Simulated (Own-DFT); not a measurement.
InAs (zincblende, strongly disordered by large displacements), GaP (zincblende, strongly disordered by large displacements) (calculated)

A calculation, not a measurement: plane-wave PBE density functional theory by an unreviewed code, no spin, of a simulated periodic cell, stress positive in tension, free energy of the whole cell less one offset for each atom, forces on such cells passed a denser k mesh, this cell's mesh not checked; broken bonds can close the gap or carry spin, so checks made on this kind of crystal may not hold here; offsets are fitted by least squares, one for each functional and potential file, so energies compare only between cells with the same atoms and settings and are not formation energies; the far tail of each file's local potential was reset to the Coulomb form; each entry is a single point on an unrelaxed cell, so the pressure reflects the starting lattice, mostly measured values (interpolated for alloys), from which strain is counted, and rises with the displacements; printed positions are rounded, which can move forces by about a meV/angstrom; the program, named Own-DFT, is a retired in-house code; no spin-orbit coupling. Program: Own-DFT development build.

Settings shared by all entries: functional PBE; potential files PseudoDojo norm-conserving, scalar-relativistic, standard set; wave cutoff 42 hartree; occupations Fermi-Dirac; smearing width 0.1 eV; k mesh 3 x 3 x 3 centred on Gamma.

(1) InAs (zincblende, strongly disordered by large displacements)

```cif
# cell vector a (Å): 12.1166 0.0000 0.0000
# cell vector b (Å): 0.0000 12.1166 0.0000
# cell vector c (Å): 0.0000 0.0000 12.1166
data_InAs
_symmetry_space_group_name_H-M 'P 1'
_symmetry_Int_Tables_number 1
_cell_length_a 12.1166
_cell_length_b 12.1166
_cell_length_c 12.1166
_cell_angle_alpha 90.000
_cell_angle_beta 90.000
_cell_angle_gamma 90.000
_cell_volume 1778.86
loop_
_atom_site_label
_atom_site_type_symbol
_atom_site_fract_x
_atom_site_fract_y
_atom_site_fract_z
_atom_site_occupancy
In1 In 0.00887 0.99335 0.99157 1
In2 In 0.97210 0.26161 0.23332 1
In3 In 0.24203 0.99138 0.24937 1
In4 In 0.25188 0.24035 0.99238 1
As1 As 0.13125 0.13449 0.10054 1
As2 As 0.14678 0.37798 0.36674 1
As3 As 0.38065 0.15501 0.40397 1
As4 As 0.38932 0.37137 0.13597 1
In5 In 0.98734 0.99331 0.48117 1
In6 In 0.99213 0.24764 0.75502 1
In7 In 0.25685 0.00251 0.74030 1
In8 In 0.23933 0.26140 0.47442 1
As5 As 0.12686 0.11843 0.62819 1
As6 As 0.13850 0.38911 0.87863 1
As7 As 0.35297 0.11796 0.87314 1
As8 As 0.38354 0.37384 0.65388 1
In9 In 0.98670 0.47880 0.99737 1
In10 In 0.01243 0.74984 0.24301 1
In11 In 0.23876 0.49748 0.26035 1
In12 In 0.22928 0.72017 0.99381 1
As9 As 0.12841 0.61148 0.13138 1
As10 As 0.10141 0.90019 0.34936 1
As11 As 0.38421 0.64605 0.38606 1
As12 As 0.37741 0.86724 0.09706 1
In13 In 0.00734 0.48739 0.51119 1
In14 In 0.99703 0.74910 0.76018 1
In15 In 0.24379 0.53139 0.76611 1
In16 In 0.25601 0.75769 0.48311 1
As13 As 0.12704 0.62737 0.59496 1
As14 As 0.11577 0.84990 0.86334 1
As15 As 0.39140 0.61466 0.87836 1
As16 As 0.38219 0.89001 0.61850 1
In17 In 0.46158 0.00797 0.00959 1
In18 In 0.50524 0.25841 0.24348 1
In19 In 0.75983 0.00171 0.24261 1
In20 In 0.75230 0.22873 0.97815 1
As17 As 0.63297 0.10913 0.09853 1
As18 As 0.64750 0.36429 0.37237 1
As19 As 0.88241 0.12255 0.37833 1
As20 As 0.85185 0.36665 0.08910 1
In21 In 0.50301 0.96064 0.49620 1
In22 In 0.52185 0.24225 0.76756 1
In23 In 0.74772 0.99936 0.74799 1
In24 In 0.75107 0.23465 0.49987 1
As21 As 0.63300 0.12921 0.64227 1
As22 As 0.60257 0.35733 0.89106 1
As23 As 0.88900 0.12772 0.88422 1
As24 As 0.87700 0.36285 0.59554 1
In25 In 0.49875 0.51076 0.98892 1
In26 In 0.47027 0.75098 0.26225 1
In27 In 0.77050 0.46785 0.25617 1
In28 In 0.75736 0.73303 0.00132 1
As25 As 0.60341 0.63323 0.12146 1
As26 As 0.64417 0.86434 0.37762 1
As27 As 0.89803 0.65543 0.38329 1
As28 As 0.87378 0.86069 0.10844 1
In29 In 0.49539 0.51831 0.51598 1
In30 In 0.49889 0.75743 0.74480 1
In31 In 0.74336 0.51802 0.76184 1
In32 In 0.74714 0.75334 0.48693 1
As29 As 0.61154 0.64577 0.63253 1
As30 As 0.65854 0.88734 0.88190 1
As31 As 0.88634 0.62272 0.85504 1
As32 As 0.83756 0.90541 0.61515 1
```

```
hardware                          : one NVIDIA H200
free energy of cell above offsets : -6.159 eV
pressure                          : 8.13 GPa
stress xx                         : -8.07 GPa
stress yy                         : -8.26 GPa
stress zz                         : -8.06 GPa
stress yz                         : 1.64 GPa
stress xz                         : 1.46 GPa
stress xy                         : -0.43 GPa
wall time                         : 1213 s
```

Force:
```
element  x (eV/Å)  y (eV/Å)  z (eV/Å)
     In     0.159    -0.631     0.572
     In     1.626    -0.678     0.038
     In     2.535     2.364    -1.716
     In     0.953     3.362     0.208
     As    -2.173    -1.664      2.97
     As    -6.423     0.027    -0.191
     As     3.104    -3.626    -2.272
     As    -2.397      1.98    -2.221
     In     0.624    -0.203     3.747
     In     1.261     1.075     -1.17
     In    -1.378    -1.108    -0.107
     In     0.604    -1.676     5.567
     As    -1.057     0.838    -1.354
     As    -0.818     -1.01    -0.307
     As     2.376     0.556     -0.96
     As    -0.896     0.552    -1.213
     In     1.764      1.68    -0.886
     In    -0.595     0.165    -1.413
     In     4.114      2.31    -2.267
     In     1.612     1.065    -0.696
     As    -1.628    -0.547    -0.255
     As     1.127    -2.249     1.131
     As    -1.747    -4.661     1.189
     As    -2.963    -3.475     3.256
     In     0.207     0.502    -2.011
     In    -1.247     -0.11    -5.248
     In    -0.191    -0.891    -2.224
     In    -2.052     2.133     1.095
     As     0.481     1.192     2.394
     As     3.386     3.116     1.904
     As    -2.412     3.903     -2.19
     As    -2.992      -2.7     2.444
     In     3.472     2.296    -1.885
     In     1.755    -2.181      1.35
     In     -0.19    -0.438    -0.333
     In    -2.162     0.603     0.202
     As    -1.175     0.068     1.728
     As      -2.3     0.131     1.221
     As    -1.248     1.626    -2.152
     As    -0.282     0.232     1.923
     In     2.607     3.815    -2.337
     In    -3.237    -1.662    -2.434
     In    -0.147       2.9     2.638
     In    -0.814    -0.628    -0.044
     As    -0.769    -0.671    -1.917
     As     3.148     2.949     1.776
     As     0.438    -1.836    -1.718
     As    -0.437      0.35     2.981
     In      1.73    -2.884       3.5
     In     3.525     3.179    -4.096
     In     0.381     2.922    -0.664
     In    -1.146    -0.589    -0.751
     As     1.437    -0.332     1.001
     As    -3.042     2.511     -3.87
     As    -0.433    -2.877     0.288
     As     1.297     1.197     1.263
     In     0.056    -2.075     0.192
     In    -0.654     2.048     2.498
     In    -1.511    -1.976    -1.468
     In     1.773    -2.363     3.373
     As     2.871    -1.516    -1.434
     As    -2.979     -1.53      1.33
     As    -0.749    -1.477     2.955
     As     3.819    -3.382    -2.931
```

(2) GaP (zincblende, strongly disordered by large displacements)

```cif
# cell vector a (Å): 10.9010 0.0000 0.0000
# cell vector b (Å): 0.0000 10.9010 0.0000
# cell vector c (Å): 0.0000 0.0000 10.9010
data_GaP
_symmetry_space_group_name_H-M 'P 1'
_symmetry_Int_Tables_number 1
_cell_length_a 10.9010
_cell_length_b 10.9010
_cell_length_c 10.9010
_cell_angle_alpha 90.000
_cell_angle_beta 90.000
_cell_angle_gamma 90.000
_cell_volume 1295.39
loop_
_atom_site_label
_atom_site_type_symbol
_atom_site_fract_x
_atom_site_fract_y
_atom_site_fract_z
_atom_site_occupancy
Ga1 Ga 0.03147 0.02598 0.98979 1
Ga2 Ga 0.98127 0.26798 0.23910 1
Ga3 Ga 0.24483 0.99718 0.26386 1
Ga4 Ga 0.23953 0.28762 0.99596 1
P1 P 0.11382 0.13067 0.14700 1
P2 P 0.15022 0.36555 0.39339 1
P3 P 0.39615 0.10880 0.34275 1
P4 P 0.37875 0.36657 0.14469 1
Ga5 Ga 0.99235 0.00262 0.50627 1
Ga6 Ga 0.97708 0.24241 0.73779 1
Ga7 Ga 0.24797 0.01964 0.74845 1
Ga8 Ga 0.27027 0.25863 0.50620 1
P5 P 0.07596 0.13538 0.60616 1
P6 P 0.10186 0.35599 0.87783 1
P7 P 0.34894 0.11376 0.88098 1
P8 P 0.39535 0.36209 0.63226 1
Ga9 Ga 0.97637 0.49279 0.00336 1
Ga10 Ga 0.99233 0.79965 0.26283 1
Ga11 Ga 0.26855 0.50316 0.22898 1
Ga12 Ga 0.25107 0.75020 0.00217 1
P9 P 0.11366 0.68808 0.14710 1
P10 P 0.13863 0.88113 0.36117 1
P11 P 0.36992 0.59785 0.39784 1
P12 P 0.35911 0.86412 0.12349 1
Ga13 Ga 0.00451 0.50930 0.51293 1
Ga14 Ga 0.98896 0.75021 0.76047 1
Ga15 Ga 0.22098 0.51532 0.74820 1
Ga16 Ga 0.26824 0.74594 0.46346 1
P13 P 0.12571 0.65946 0.60819 1
P14 P 0.13329 0.86990 0.85433 1
P15 P 0.36643 0.62979 0.88897 1
P16 P 0.36697 0.85133 0.64541 1
Ga17 Ga 0.47232 0.99486 0.05028 1
Ga18 Ga 0.47324 0.22502 0.22151 1
Ga19 Ga 0.73746 0.99433 0.24330 1
Ga20 Ga 0.74903 0.23313 0.02641 1
P17 P 0.62936 0.12587 0.11910 1
P18 P 0.64000 0.38928 0.40105 1
P19 P 0.87996 0.12851 0.38958 1
P20 P 0.86574 0.39122 0.11181 1
Ga21 Ga 0.49030 0.03455 0.53668 1
Ga22 Ga 0.49260 0.26598 0.75834 1
Ga23 Ga 0.74720 0.98466 0.73137 1
Ga24 Ga 0.72906 0.23100 0.46807 1
P21 P 0.61744 0.12541 0.63752 1
P22 P 0.64553 0.37627 0.86894 1
P23 P 0.89153 0.13902 0.86659 1
P24 P 0.86401 0.38513 0.59788 1
Ga25 Ga 0.51474 0.46539 0.02979 1
Ga26 Ga 0.47286 0.75897 0.27851 1
Ga27 Ga 0.76507 0.50536 0.21872 1
Ga28 Ga 0.75856 0.78831 0.99551 1
P25 P 0.63479 0.61398 0.11186 1
P26 P 0.63484 0.88115 0.39853 1
P27 P 0.88859 0.61182 0.41226 1
P28 P 0.87611 0.88345 0.14424 1
Ga29 Ga 0.48733 0.50669 0.51501 1
Ga30 Ga 0.48814 0.75334 0.74078 1
Ga31 Ga 0.73950 0.48624 0.73582 1
Ga32 Ga 0.78518 0.73613 0.50416 1
P29 P 0.64707 0.62743 0.65816 1
P30 P 0.62976 0.89529 0.87643 1
P31 P 0.89140 0.64605 0.88824 1
P32 P 0.87996 0.87264 0.66489 1
```

```
hardware                          : one NVIDIA H100
free energy of cell above offsets : -0.202 eV
pressure                          : 10.1 GPa
stress xx                         : -10.55 GPa
stress yy                         : -11.01 GPa
stress zz                         : -8.73 GPa
stress yz                         : 2.39 GPa
stress xz                         : -0.72 GPa
stress xy                         : 1.72 GPa
wall time                         : 548.4 s
```

Force:
```
element  x (eV/Å)  y (eV/Å)  z (eV/Å)
     Ga     -0.64    -1.507    -0.887
     Ga     1.256    -0.691     1.995
     Ga     1.707     2.794    -3.343
     Ga     1.511     -2.89      1.56
      P      1.33     0.927    -0.661
      P    -2.528     2.455    -2.847
      P    -1.783    -2.183     5.464
      P    -1.316     1.007     -3.48
     Ga    -0.953    -4.289     -1.34
     Ga     0.375     4.145    -1.986
     Ga    -2.577    -2.056    -2.653
     Ga    -0.029    -2.329     0.065
      P     6.366     1.903      1.59
      P    -1.062     3.057      -1.9
      P     2.895     3.145     2.836
      P    -3.541     2.967    -1.641
     Ga     3.976     3.266     -3.09
     Ga    -0.411    -3.625     2.628
     Ga    -3.225     2.197     2.538
     Ga    -1.999     0.043     -1.71
      P      1.35    -4.476    -1.383
      P    -1.633    -0.944     5.307
      P    -0.192     0.358    -4.293
      P    -0.896    -0.934     3.533
     Ga     4.301    -2.647     1.867
     Ga     3.842    -0.925    -0.384
     Ga     0.792    -0.088     0.646
     Ga    -1.901     2.398     2.785
      P    -0.303    -1.239     1.066
      P     0.257     1.368     2.008
      P     1.238    -2.268    -0.916
      P    -3.413      4.63    -4.615
     Ga     2.857     2.596    -4.102
     Ga     4.545     0.601     0.383
     Ga      0.15     0.495     2.172
     Ga     3.076     2.697    -4.972
      P    -3.118    -2.324     2.277
      P    -1.688     1.895    -2.968
      P    -0.591    -0.433    -3.034
      P    -0.073    -5.454     1.143
     Ga    -2.717    -4.166    -3.266
     Ga      2.59    -3.257     3.662
     Ga    -2.299     3.393     2.384
     Ga      -0.1    -0.651      2.59
      P     3.186     2.853     1.734
      P    -2.002    -2.298     2.904
      P    -3.694    -3.301     3.823
      P    -0.077    -1.812     1.714
     Ga     0.591     1.601    -2.523
     Ga     2.196    -0.515    -0.102
     Ga    -2.348     2.357     5.433
     Ga      0.13    -2.037     0.268
      P    -1.042     2.752     0.411
      P    -0.836    -0.487    -0.072
      P    -0.838     0.925    -7.531
      P    -1.788     2.309    -3.945
     Ga     4.384    -1.338     2.343
     Ga      4.36    -2.948     4.125
     Ga     3.534    -1.164     1.045
     Ga    -3.557     3.324     2.683
      P     -3.59     3.589    -3.376
      P    -2.275    -0.243     0.644
      P    -2.615    -2.353     1.288
      P     0.855    -0.176    -5.895
```

(3) GaP (zincblende, strongly disordered by large displacements)

```cif
# cell vector a (Å): 10.9010 0.0000 0.0000
# cell vector b (Å): 0.0000 10.9010 0.0000
# cell vector c (Å): 0.0000 0.0000 10.9010
data_GaP
_symmetry_space_group_name_H-M 'P 1'
_symmetry_Int_Tables_number 1
_cell_length_a 10.9010
_cell_length_b 10.9010
_cell_length_c 10.9010
_cell_angle_alpha 90.000
_cell_angle_beta 90.000
_cell_angle_gamma 90.000
_cell_volume 1295.39
loop_
_atom_site_label
_atom_site_type_symbol
_atom_site_fract_x
_atom_site_fract_y
_atom_site_fract_z
_atom_site_occupancy
Ga1 Ga 0.97402 0.98996 0.98145 1
Ga2 Ga 0.99017 0.27677 0.22773 1
Ga3 Ga 0.25594 0.00892 0.24096 1
Ga4 Ga 0.27312 0.24650 0.99516 1
P1 P 0.08230 0.10826 0.11224 1
P2 P 0.14499 0.37841 0.35754 1
P3 P 0.40003 0.12092 0.36032 1
P4 P 0.39130 0.36273 0.14956 1
Ga5 Ga 0.98706 0.99938 0.49728 1
Ga6 Ga 0.01603 0.26201 0.72116 1
Ga7 Ga 0.26216 0.02010 0.76006 1
Ga8 Ga 0.24456 0.25421 0.52271 1
P5 P 0.12998 0.13847 0.62324 1
P6 P 0.13176 0.37420 0.84840 1
P7 P 0.37851 0.15624 0.85754 1
P8 P 0.38120 0.38306 0.63538 1
Ga9 Ga 0.00422 0.50220 0.96137 1
Ga10 Ga 0.03093 0.76302 0.25723 1
Ga11 Ga 0.26265 0.48799 0.29288 1
Ga12 Ga 0.25789 0.71524 0.03459 1
P9 P 0.12526 0.61180 0.10311 1
P10 P 0.17855 0.85386 0.34935 1
P11 P 0.37148 0.58851 0.38017 1
P12 P 0.35876 0.87900 0.12718 1
Ga13 Ga 0.98728 0.49868 0.51319 1
Ga14 Ga 0.97321 0.73668 0.75146 1
Ga15 Ga 0.26704 0.52882 0.75716 1
Ga16 Ga 0.22162 0.74337 0.51329 1
P13 P 0.15359 0.62828 0.62197 1
P14 P 0.10568 0.88315 0.89428 1
P15 P 0.37464 0.61529 0.86129 1
P16 P 0.37238 0.87867 0.61921 1
Ga17 Ga 0.49180 0.99229 0.01194 1
Ga18 Ga 0.48739 0.24490 0.24990 1
Ga19 Ga 0.73479 0.99203 0.27720 1
Ga20 Ga 0.77741 0.24978 0.97825 1
P17 P 0.63403 0.09856 0.12207 1
P18 P 0.59806 0.37709 0.35811 1
P19 P 0.89388 0.10268 0.39027 1
P20 P 0.86978 0.36471 0.12375 1
Ga21 Ga 0.50626 0.99822 0.49804 1
Ga22 Ga 0.50731 0.25263 0.73660 1
Ga23 Ga 0.75900 0.01732 0.74497 1
Ga24 Ga 0.73260 0.21869 0.47281 1
P21 P 0.62953 0.10748 0.64367 1
P22 P 0.65272 0.36757 0.92336 1
P23 P 0.85370 0.12561 0.87780 1
P24 P 0.84975 0.36920 0.65420 1
Ga25 Ga 0.48284 0.49223 0.00549 1
Ga26 Ga 0.52356 0.75648 0.26747 1
Ga27 Ga 0.75726 0.50796 0.25289 1
Ga28 Ga 0.75220 0.71727 0.97672 1
P25 P 0.63877 0.61810 0.09218 1
P26 P 0.60888 0.87656 0.39891 1
P27 P 0.88459 0.60794 0.40225 1
P28 P 0.86250 0.88910 0.09592 1
Ga29 Ga 0.49245 0.49506 0.51805 1
Ga30 Ga 0.52855 0.74591 0.73255 1
Ga31 Ga 0.74074 0.49576 0.74894 1
Ga32 Ga 0.75867 0.73484 0.50089 1
P29 P 0.62027 0.61880 0.62875 1
P30 P 0.62024 0.85814 0.84968 1
P31 P 0.88628 0.61422 0.85762 1
P32 P 0.85517 0.90589 0.64149 1
```

```
hardware                          : one NVIDIA H100
free energy of cell above offsets : 4.299 eV
pressure                          : 12.35 GPa
stress xx                         : -12.25 GPa
stress yy                         : -13.6 GPa
stress zz                         : -11.22 GPa
stress yz                         : 1.16 GPa
stress xz                         : -0.16 GPa
stress xy                         : -0.3 GPa
wall time                         : 551.7 s
```

Force:
```
element  x (eV/Å)  y (eV/Å)  z (eV/Å)
     Ga     0.214     2.792    -0.719
     Ga     4.686    -4.024      3.38
     Ga    -1.188     2.291    -0.231
     Ga    -2.823     1.348     2.059
      P     3.015     1.931     1.384
      P    -7.655    -6.114      4.61
      P    -3.455     -1.83     3.276
      P    -4.531     3.651     -4.28
     Ga     5.131    -4.472     5.163
     Ga    -2.363     0.673     1.901
     Ga    -1.537    -2.026    -0.358
     Ga     2.423     1.837    -3.163
      P    -0.913    -4.508    -0.203
      P     1.133     0.661     1.586
      P      1.56    -2.707     1.089
      P    -1.463    -0.991      0.63
     Ga     1.847    -2.321      2.38
     Ga    -2.774    -1.405     -2.52
     Ga    -0.052     0.028    -9.104
     Ga     3.293     3.839    -3.431
      P    -3.734    -3.158     3.816
      P    -1.005     0.988     2.078
      P      6.05     8.267     4.106
      P     1.941    -2.044    -0.492
     Ga     3.207    -3.326         3
     Ga     4.006     5.126    -2.712
     Ga    -5.337     -6.09    -4.421
     Ga     5.403     5.859    -5.047
      P    -6.848     -5.48     4.917
      P     3.395     -2.56    -3.024
      P     6.206     5.364     6.497
      P    -0.298    -0.405     0.563
     Ga     0.436    -0.145    -1.807
     Ga     5.077    -2.325    -0.725
     Ga     1.333    -0.026    -1.691
     Ga    -0.281    -0.144     6.013
      P    -0.087     1.925     0.513
      P     2.782     0.492     1.814
      P    -4.673     5.612    -6.371
      P    -2.529     4.214    -2.465
     Ga    -2.627     2.318      2.88
     Ga     1.819     0.871     0.769
     Ga    -2.466     0.237     4.869
     Ga    -0.232     1.374     1.256
      P    -3.167     2.753    -3.915
      P     -5.95     4.703    -4.474
      P      5.27    -2.988    -3.671
      P     2.063    -2.072    -4.187
     Ga     0.938    -0.411    -0.084
     Ga    -2.155    -2.023    -2.729
     Ga    -0.958     -0.77    -0.633
     Ga     1.517     4.193    -1.259
      P    -2.548    -1.113     4.458
      P     4.221    -2.938    -0.804
      P    -1.368      3.26    -4.552
      P    -2.607     -3.92     4.281
     Ga     1.429    -0.088    -1.828
     Ga    -5.268     0.772    -0.146
     Ga    -1.379     0.762     2.645
     Ga    -1.202     1.839     1.184
      P     2.232    -2.186    -2.493
      P     2.499     3.071     3.959
      P    -4.192    -1.804     0.967
      P      4.54    -6.638    -4.505
```
